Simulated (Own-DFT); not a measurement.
# How much smaller does PBEsol make it? C49 TiSi2, 60 atoms (Si40Ti20)

No measurement is shown. These are fixed-geometry runs of a retired plane-wave code named Own-DFT, which no person has reviewed; spin and spin-orbit coupling are neglected.

Caveats: forces on such cells moved up to 12 meV/angstrom on a denser k mesh; stress not checked against mesh or cutoff.

Each geometry was run with PBE and with PBEsol, otherwise alike: PseudoDojo norm-conserving scalar-relativistic files made for PBE; cutoff 42 hartree; 4 x 4 x 4 k mesh centred on Gamma; cold (Marzari-Vanderbilt) smearing of 0.2 eV. Unstrained cell vectors in Å: (5.295, -6.759, 3.565); (7.060, 0.000, -7.130); (5.295, 6.759, 3.565). Each has a uniform strain, of which the change of volume is shown, and random moves of rms u per axis.

| run | volume change (%) | u (Å) | P with PBE (GPa) | P with PBEsol (GPa) |
|---|---|---|---|---|
| 1 | -2.40 | 0.0503 | 7.34 | 3.93 |
| 2 | -3.58 | 0.0478 | 8.87 | 5.39 |
| 3 | -3.53 | 0.0445 | 9.31 | 5.84 |
| 4 | -2.15 | 0.0514 | 6.92 | 3.51 |
| 5 | -0.59 | 0.0495 | 4.20 | 0.86 |
| 6 | -1.84 | 0.0502 | 5.76 | 2.36 |
| 7 | -2.78 | 0.0452 | 7.80 | 4.37 |
| 8 | -4.01 | 0.0483 | 10.53 | 7.04 |
| 9 | -2.75 | 0.0497 | 8.54 | 5.11 |
| 10 | 1.94 | 0.0524 | 1.11 | -2.14 |
| 11 | -3.45 | 0.0475 | 8.67 | ? |

Q: by how much does PBEsol shrink this cell, and what belongs in the blank?

## Solution

Write v for the change of volume as a fraction. Fitted to v and u², the PBE pressure has a slope of -158 ± 13 GPa in v, with the ions held to the strained lattice. The difference PBEsol less PBE is -3.32 + 4.1 v GPa (slope ± 0.1) and averages -3.41 GPa. Divided by the mean slope of the two, 156 GPa, that makes PBEsol's volume at a given pressure, near 5 GPa, about 2.2 % smaller, or 0.73 % in lengths. At one volume PBEsol's slope is the smaller by 4 GPa, but its pressure there is lower too. If stiffness rises by about 4 GPa for each GPa, PBEsol at equal pressure is stiffer by about 10 GPa. Files made for PBEsol would give a different shift.

For run 11 the line gives 5.21 GPa. The run itself gave 5.20 GPa.
